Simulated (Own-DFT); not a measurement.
# How HSE06 shifts the pressure of monoclinic HfO2, 94 atoms (Hf32O62), with two O vacancies

Calculated, not measured. Each geometry was run twice at fixed positions with Own-DFT, a retired in-house plane-wave program that no person has reviewed: with PBE, and with HSE06 (exact exchange share 0.25 at short range, screening 0.11 per bohr, Gygi-Baldereschi treatment of its divergence). Both used PseudoDojo norm-conserving files made for PBE, a cutoff of 48 hartree, the Gamma point alone, fixed occupations, a neutral cell and no spin. With Gamma alone and a thickness of 10.1 Å, finite-size errors remain in every number. The hafnium file keeps the 4f electrons in the core, and its forces lie about 75 meV/Å off all-electron values. The oxygen file's force components were 24 meV/Å off all-electron values in a glass.

Unstrained cell vectors in Å: (10.234, 0.000, 0.000); (0.000, 10.350, 0.000); (-1.696, 0.000, 10.445), volume V0 = 1106.4 Å³, from measured lattice constants. Each geometry has its own random strain of a few per cent, its own defect sites and random moves of rms u per axis. HSE06 gave the energy alone. D is its energy less that of PBE, over the lowest D shown. The PBE stress wasn't checked against mesh or cutoff.

| run | V - V0 (Å³) | u (Å) | P with PBE (GPa) | D (eV) |
|---|---|---|---|---|
| 1 | 4.6 | 0.0482 | 4.24 | 0.972 |
| 2 | -11.1 | 0.0287 | 6.28 | 0.420 |
| 3 | -22.5 | 0.0496 | 10.91 | 0.310 |
| 4 | 13.3 | 0.0480 | 2.46 | 1.152 |
| 5 | -26.8 | 0.0304 | 10.00 | 0.000 |
| 6 | -5.1 | 0.0489 | 6.68 | 0.726 |
| 7 | -5.5 | 0.0485 | 6.27 | 0.657 |
| 8 | -12.7 | 0.0310 | 6.04 | 0.478 |
| 9 | 36.1 | 0.0495 | -2.19 | 1.683 |
| 10 | -0.8 | 0.0490 | 5.97 | 0.763 |
| 11 | 13.0 | 0.0310 | 1.25 | ? |

## Fit

D = 0.63 + 0.0242 (V - V0) + 80 u² eV, with an error of 0.0010 on the volume slope, 25 on the last term and a scatter of 0.05 eV. Pressure is -dE/dV, and 1 eV/Å³ is 160.2 GPa, so HSE06 changes the pressure by -3.9 ± 0.2 GPa. With the ions held to the strained lattice, the PBE pressure falls by 247 ± 8 GPa per unit of volume strain; the shape of the strain isn't fitted, so the true error is larger, and a relaxed crystal would be softer. On that slope HSE06's volume at a given pressure is about 1.6 % smaller, or 0.5 % in lengths. At u = 0 and V0 the PBE pressure is 2.5 GPa, which puts the zero-pressure volume, against the measured cell and with the defects in, at +1.0 % for PBE and -0.5 % for HSE06, each good to a few tenths of a per cent.

## Test on the hidden row

Asked: what D should run 11 give?

From the fit: 1.02 eV, with rows scattering by 0.05. The hidden result is 0.904 eV.
